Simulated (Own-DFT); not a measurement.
## Calculated data, GaN (wurtzite, atoms displaced)

A calculation, not a measurement: plane-wave PBE density functional theory by an unreviewed code, no spin, of a simulated periodic cell, stress positive in tension, free energy of the whole cell less one offset for each atom, forces on such cells passed a denser k mesh, this cell's mesh not checked; offsets are fitted by least squares, one for each functional and potential file, so energies compare only between cells with the same atoms and settings and are not formation energies; the far tail of each file's local potential was reset to the Coulomb form; each entry is a single point on an unrelaxed cell, so the pressure reflects the starting lattice, mostly measured values (interpolated for alloys), from which strain is counted, and rises with the displacements; printed positions are rounded, which can move forces by about a meV/angstrom; the program, named Own-DFT, is a retired in-house code; no spin-orbit coupling. Program: Own-DFT development build.

Entry: GaN (wurtzite, atoms displaced)

```cif
# cell vector a (Å): 12.7560 0.0000 0.0000
# cell vector b (Å): -4.7835 8.2853 0.0000
# cell vector c (Å): 0.0000 0.0000 10.3700
data_GaN
_symmetry_space_group_name_H-M 'P 1'
_symmetry_Int_Tables_number 1
_cell_length_a 12.7560
_cell_length_b 9.5670
_cell_length_c 10.3700
_cell_angle_alpha 90.000
_cell_angle_beta 90.000
_cell_angle_gamma 120.000
_cell_volume 1095.98
loop_
_atom_site_label
_atom_site_type_symbol
_atom_site_fract_x
_atom_site_fract_y
_atom_site_fract_z
_atom_site_occupancy
Ga1 Ga 0.08991 0.22696 0.00159 1
Ga2 Ga 0.16775 0.12191 0.24901 1
N1 N 0.09053 0.23630 0.18611 1
N2 N 0.16351 0.10966 0.43881 1
Ga3 Ga 0.07912 0.22662 0.49076 1
Ga4 Ga 0.17399 0.11903 0.74460 1
N3 N 0.08564 0.22601 0.68695 1
N4 N 0.16629 0.10864 0.93999 1
Ga5 Ga 0.08040 0.55947 0.00836 1
Ga6 Ga 0.16253 0.44692 0.24772 1
N5 N 0.07951 0.55986 0.19235 1
N6 N 0.15680 0.43306 0.43955 1
Ga7 Ga 0.06965 0.56213 0.49781 1
Ga8 Ga 0.16015 0.43740 0.75370 1
N7 N 0.08590 0.56063 0.68659 1
N8 N 0.16967 0.44809 0.93546 1
Ga9 Ga 0.08347 0.89439 0.99894 1
Ga10 Ga 0.17746 0.78389 0.25682 1
N9 N 0.07994 0.87901 0.17780 1
N10 N 0.17403 0.77501 0.44220 1
Ga11 Ga 0.08368 0.88970 0.49736 1
Ga12 Ga 0.16398 0.77313 0.75197 1
N11 N 0.08648 0.89699 0.68586 1
N12 N 0.16874 0.78123 0.93801 1
Ga13 Ga 0.33275 0.21794 0.99846 1
Ga14 Ga 0.42907 0.11526 0.25525 1
N13 N 0.33312 0.22433 0.18157 1
N14 N 0.41126 0.11092 0.44410 1
Ga15 Ga 0.34470 0.22649 0.49445 1
Ga16 Ga 0.41651 0.11118 0.75352 1
N15 N 0.33172 0.22620 0.69138 1
N16 N 0.41272 0.11872 0.94128 1
Ga17 Ga 0.33381 0.56148 0.00039 1
Ga18 Ga 0.41390 0.43724 0.24600 1
N17 N 0.33265 0.55932 0.19044 1
N18 N 0.42059 0.44660 0.44533 1
Ga19 Ga 0.33388 0.55842 0.49683 1
Ga20 Ga 0.41849 0.44655 0.74509 1
N19 N 0.33673 0.55588 0.69363 1
N20 N 0.41387 0.43551 0.93242 1
Ga21 Ga 0.33312 0.88738 0.00323 1
Ga22 Ga 0.41189 0.77134 0.24806 1
N21 N 0.34249 0.89258 0.19150 1
N22 N 0.41722 0.78305 0.44938 1
Ga23 Ga 0.33365 0.88707 0.49264 1
Ga24 Ga 0.41375 0.77773 0.74957 1
N23 N 0.34468 0.90165 0.69292 1
N24 N 0.42127 0.78930 0.94005 1
Ga25 Ga 0.58550 0.22089 0.01170 1
Ga26 Ga 0.66114 0.09956 0.25393 1
N25 N 0.58366 0.22746 0.18839 1
N26 N 0.67521 0.10950 0.43478 1
Ga27 Ga 0.59097 0.22944 0.49593 1
Ga28 Ga 0.67196 0.12074 0.74948 1
N27 N 0.57947 0.21903 0.68570 1
N28 N 0.65763 0.11238 0.94001 1
Ga29 Ga 0.58224 0.55742 0.00596 1
Ga30 Ga 0.66758 0.44803 0.25107 1
N29 N 0.59333 0.55133 0.18396 1
N30 N 0.66387 0.43893 0.44692 1
Ga31 Ga 0.58049 0.55133 0.50109 1
Ga32 Ga 0.65722 0.44201 0.75761 1
N31 N 0.57587 0.55419 0.68764 1
N32 N 0.66013 0.43438 0.94179 1
Ga33 Ga 0.58194 0.87548 0.00070 1
Ga34 Ga 0.66313 0.77817 0.24530 1
N33 N 0.58593 0.88802 0.18857 1
N34 N 0.67361 0.78125 0.43898 1
Ga35 Ga 0.58842 0.89379 0.50607 1
Ga36 Ga 0.66752 0.77085 0.76202 1
N35 N 0.58036 0.88605 0.68152 1
N36 N 0.66816 0.78842 0.93171 1
Ga37 Ga 0.83127 0.21605 0.00388 1
Ga38 Ga 0.91791 0.12037 0.25371 1
N37 N 0.83746 0.22630 0.18645 1
N38 N 0.92354 0.12861 0.43801 1
Ga39 Ga 0.83869 0.21836 0.49763 1
Ga40 Ga 0.91933 0.11376 0.75234 1
N39 N 0.83350 0.21697 0.69258 1
N40 N 0.91629 0.11111 0.93713 1
Ga41 Ga 0.83205 0.55247 0.99809 1
Ga42 Ga 0.91953 0.44977 0.25526 1
N41 N 0.83488 0.55054 0.19251 1
N42 N 0.91707 0.44634 0.43883 1
Ga43 Ga 0.83267 0.55475 0.49918 1
Ga44 Ga 0.92226 0.44783 0.75076 1
N43 N 0.83404 0.56037 0.69002 1
N44 N 0.91168 0.44161 0.94891 1
Ga45 Ga 0.83062 0.88682 0.00220 1
Ga46 Ga 0.91711 0.78655 0.25690 1
N45 N 0.83163 0.88785 0.19723 1
N46 N 0.91564 0.77639 0.44130 1
Ga47 Ga 0.83848 0.89180 0.50481 1
Ga48 Ga 0.91619 0.76883 0.75179 1
N47 N 0.82910 0.87839 0.67827 1
N48 N 0.91859 0.77389 0.93920 1
```

Settings of this run: functional PBE, potential files PseudoDojo norm-conserving, scalar-relativistic, standard set with the stringent files for Ga, wave cutoff 96 hartree, occupations Gaussian, smearing width 0.01 eV and k mesh 3 x 4 x 3 centred on Gamma.

## Withheld values
1. Estimate the pressure of GaN (wurtzite, atoms displaced).
2. Estimate the stress xx of GaN (wurtzite, atoms displaced).

Answers
1. 7.43 GPa
2. -7.26 GPa

Further results for GaN (wurtzite, atoms displaced):

```
free energy of cell above offsets : -3.645 eV
stress yy                         : -7.18 GPa
stress zz                         : -7.85 GPa
stress yz                         : -0.31 GPa
stress xz                         : 0.2 GPa
stress xy                         : 0.62 GPa
```

Force:
```tsv
element	x (eV/Å)	y (eV/Å)	z (eV/Å)
Ga	-0.58	-0.317	-0.799
Ga	0.731	-1.478	-0.001
N	-0.783	-1.552	0.11
N	0.573	0.578	-0.576
Ga	2.526	-0.91	2.329
Ga	-1.422	-0.84	0.757
N	-0.494	-0.795	-0.329
N	-0.393	0.793	-0.754
Ga	0.256	-0.088	-1.121
Ga	0.201	0.753	1.097
N	1.419	0.552	0.211
N	0.36	3.687	-0.956
Ga	3.62	-0.337	1.075
Ga	1.106	1.266	-1.152
N	-0.245	-0.738	-0.104
N	-0.931	0.115	1.363
Ga	0.502	-0.773	-0.591
Ga	-1.564	-0.012	-1.171
N	0.247	1.228	2.776
N	-2.075	0.326	-0.681
Ga	0.358	0.291	0.528
Ga	0.659	1.917	-0.377
N	0.153	-1.086	0.29
N	-0.183	-0.575	0.502
Ga	-1.201	0.816	-0.099
Ga	-2.445	-0.383	-0.185
N	0.621	-0.645	1.561
N	3.085	-0.678	-1.729
Ga	-3.46	0.174	1.942
Ga	-0.333	0.814	0.199
N	1.807	0.054	-1.368
N	2.501	-1.633	0.004
Ga	0.691	-0.466	-0.895
Ga	0.273	0.993	0.555
N	0.479	-1.042	-0.296
N	-1.002	-0.069	-1.996
Ga	-0.788	-0.698	1.195
Ga	-1.122	-0.66	0.897
N	-1.601	-0.017	-0.898
N	-0.239	1.888	1.328
Ga	-0.384	1.251	-0.672
Ga	1.3	0.919	1.461
N	-0.977	0.327	-0.008
N	1.3	-0.629	-2.208
Ga	0.304	1.105	2.731
Ga	0.83	0.241	-0.213
N	-1.755	-1.957	-1.103
N	0.039	-1.472	0.05
Ga	-1.534	-0.252	-2.082
Ga	0.782	1.804	-1.002
N	1.405	-0.388	1.83
N	-1.319	0.493	0.659
Ga	-0.15	-2.41	1.387
Ga	-1.168	-1.564	0.371
N	0.618	0.966	0.004
N	2.228	-0.981	-0.033
Ga	-0.005	-1.1	-2.007
Ga	2.069	-0.465	0.902
N	-3.058	1.286	0.937
N	0.089	1.696	-1.723
Ga	0.882	1.794	0.307
Ga	0.86	-0.308	-1.095
N	1.983	0.594	0.281
N	0.072	1.624	0.161
Ga	-1.805	2.659	-0.02
Ga	1.332	-0.701	1.898
N	-1.17	-0.716	-0.492
N	-0.81	-0.618	-0.593
Ga	0.308	-0.921	-1.165
Ga	-0.798	0.755	-4.802
N	0.87	0.537	2.831
N	1.373	-1.616	3.062
Ga	-0.736	0.231	-0.783
Ga	0.535	-0.609	-0.955
N	-0.873	-0.37	1.089
N	0.16	-3.113	-0.789
Ga	-1.912	1.262	1.436
Ga	0.584	-1.168	-0.575
N	0.191	1.317	-0.987
N	0.463	-0.226	0.769
Ga	-0.703	0.1	1.014
Ga	-0.672	-0.791	-0.902
N	-1.125	1.004	-0.136
N	-1.585	-1.091	0.084
Ga	-0.522	0.052	0.739
Ga	-1.049	-0.484	0.672
N	0.089	-2.06	-0.252
N	1.307	-0.163	-1.568
Ga	1.232	0.515	0.229
Ga	1.141	-1.295	-1.12
N	-0.199	1.043	-1.308
N	0.579	0.166	-0.206
Ga	-0.732	0.11	-1.833
Ga	-0.163	2.115	-0.309
N	0.245	0.817	3.459
N	-1.278	0.232	-0.065
```
